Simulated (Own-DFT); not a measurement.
# How strain changes the stress of fcc Cu, 16 atoms (Cu16)

Calculated results; nothing here was measured. They come from Own-DFT, an in-house plane-wave density functional program, since retired, whose code no person has reviewed. Each row is one single-point run on a periodic cell that was not relaxed, without spin or spin-orbit coupling.

Settings of every run: PBE; PseudoDojo norm-conserving scalar-relativistic files; cutoff 50 hartree; 7 x 7 x 5 k mesh centred on Gamma; cold (Marzari-Vanderbilt) smearing of 0.2 eV.

Known limits: forces on such cells failed a check on a denser k mesh; stress not checked against mesh or cutoff.

Unstrained cell vectors in Å: (3.615, 3.615, 0.000); (-3.615, 3.615, 0.000); (0.000, 0.000, 7.230). The unstrained cell has measured lattice constants (interpolated for alloys), not those of this functional. That, the random moves and any unrelaxed bonds set the pressure at no strain. Each run strains this cell uniformly, with the atoms carried along. Every atom was also moved at random, by a Gaussian of width 0.05 Å on each axis. Strain is the symmetric tensor, in per cent. Stress is positive in tension, and the pressure is minus a third of its trace.

| run | e_xx (%) | e_yy (%) | e_zz (%) | e_yz (%) | e_xz (%) | e_xy (%) | s_xx (GPa) | s_yy (GPa) | s_zz (GPa) | s_yz (GPa) | s_xz (GPa) | s_xy (GPa) | P (GPa) | E (meV/atom) |
|---|---|---|---|---|---|---|---|---|---|---|---|---|---|---|
| 1 | 0.62 | 1.83 | 0.69 | 0.27 | -0.12 | 0.30 | 0.41 | 1.63 | 1.16 | 0.36 | -0.14 | 0.24 | -1.07 | 17.7 |
| 2 | -1.25 | -1.96 | -1.56 | 0.29 | 0.04 | 1.96 | -11.31 | -12.18 | -11.44 | 0.68 | -0.23 | 3.75 | 11.64 | 39.8 |
| 3 | 0.23 | -0.55 | -1.09 | -0.72 | -0.68 | -0.90 | -4.61 | -5.57 | -5.09 | -1.82 | -1.20 | -1.68 | 5.09 | 11.9 |
| 4 | 1.63 | -1.64 | -0.34 | -1.92 | -1.07 | -0.01 | -2.32 | -5.30 | -3.89 | -3.90 | -1.69 | 0.35 | 3.84 | 17.2 |
| 5 | 1.57 | 1.96 | -1.76 | -1.12 | -0.33 | -1.54 | -0.17 | -0.15 | -1.27 | -1.98 | -0.26 | -2.23 | 0.53 | 10.8 |
| 6 | 0.66 | -0.75 | 0.55 | 0.03 | -1.21 | -1.77 | -2.44 | -3.22 | -2.34 | 0.06 | -2.07 | -2.62 | 2.67 | 17.9 |
| 7 | -0.42 | -1.47 | -0.64 | 1.78 | -1.80 | 1.35 | -7.59 | -8.18 | -7.32 | 3.25 | -3.11 | 2.43 | 7.70 | 30.7 |
| 8 | 1.48 | 1.69 | -1.42 | -0.87 | -0.03 | -0.60 | -0.41 | -0.41 | -1.10 | -1.28 | -0.26 | -1.05 | 0.64 | 12.4 |
| 9 | 0.01 | -1.78 | 0.45 | 1.29 | 0.35 | 1.40 | -5.15 | -7.02 | -4.99 | 2.49 | 0.40 | 2.21 | 5.72 | 27.5 |
| 10 | 0.48 | -1.11 | 1.64 | -1.37 | -0.21 | -0.39 | -0.89 | -1.95 | -0.36 | -2.38 | -0.29 | -0.50 | 1.07 | 2.5 |
| 11 | 0.64 | -0.91 | -1.45 | -1.77 | 0.52 | 1.85 | -5.13 | -6.93 | -6.34 | -3.77 | 0.81 | 3.29 | 6.13 | 23.6 |
| 12 | 1.02 | -1.41 | 1.54 | 1.32 | 1.61 | -1.28 | -1.57 | -2.16 | -0.85 | 2.19 | 2.88 | -1.86 | 1.52 | 16.6 |
| 13 | 0.17 | -1.64 | -0.19 | 1.25 | 0.52 | -1.26 | -5.00 | -6.97 | -4.98 | 2.51 | 0.85 | -2.19 | 5.65 | 16.5 |
| 14 | -0.65 | 0.52 | 0.58 | 1.66 | 1.37 | 1.27 | -2.97 | -2.35 | -1.92 | 2.78 | 2.70 | 2.42 | 2.41 | 13.2 |
| 15 | 1.95 | 0.55 | 0.52 | 0.94 | -1.11 | 0.51 | 2.45 | 1.35 | 1.77 | 1.69 | -1.65 | 0.79 | -1.86 | 0.0 |
| 16 | -1.43 | 1.89 | 1.43 | -1.91 | -1.71 | -0.36 | ? | ? | ? | ? | ? | ? | ? | ? |

E is the free energy for each atom above the lowest run shown.

## Worked fit

Each stress component was fitted by least squares to a constant and the strains of the runs shown, as fractions, with shears doubled. Shear strains stay in the fit of a normal stress only where such slopes are resolved. The slopes, in GPa:

```
stress,at no strain,per e_xx,per e_yy,per e_zz,scatter
s_xx,-3.5,222 ± 17,121 ± 11,140 ± 12,0.51
s_yy,-3.6,148 ± 12,202 ± 8,167 ± 9,0.36
s_zz,-3.1,155 ± 14,144 ± 9,194 ± 10,0.43
```

Each shear stress against twice its own strain: yz 95 ± 4, xz 86 ± 3, xy 83 ± 3 GPa. These are stiffnesses along x, y and z of the frame in which the cell vectors are given, which need not be the crystal's axes. The atoms are held to the strained lattice; where symmetry lets them move under strain, relaxing them would lower some slopes. The table should be nearly symmetric about its diagonal, and what it lacks of that shows the noise. A ninth of its sum, 166 ± 5 GPa, estimates the bulk modulus near the mean pressure of these runs, 3.4 GPa, so it lies above the value at zero pressure.

## Withheld run

Question: what normal stresses and pressure should run 16 give?

The fit gives s_xx = -2.4, s_yy = 0.5, s_zz = 0.1 and P = 0.6 GPa. The calculation gave -1.26, 0.64, -0.06 and P = 0.23 GPa.
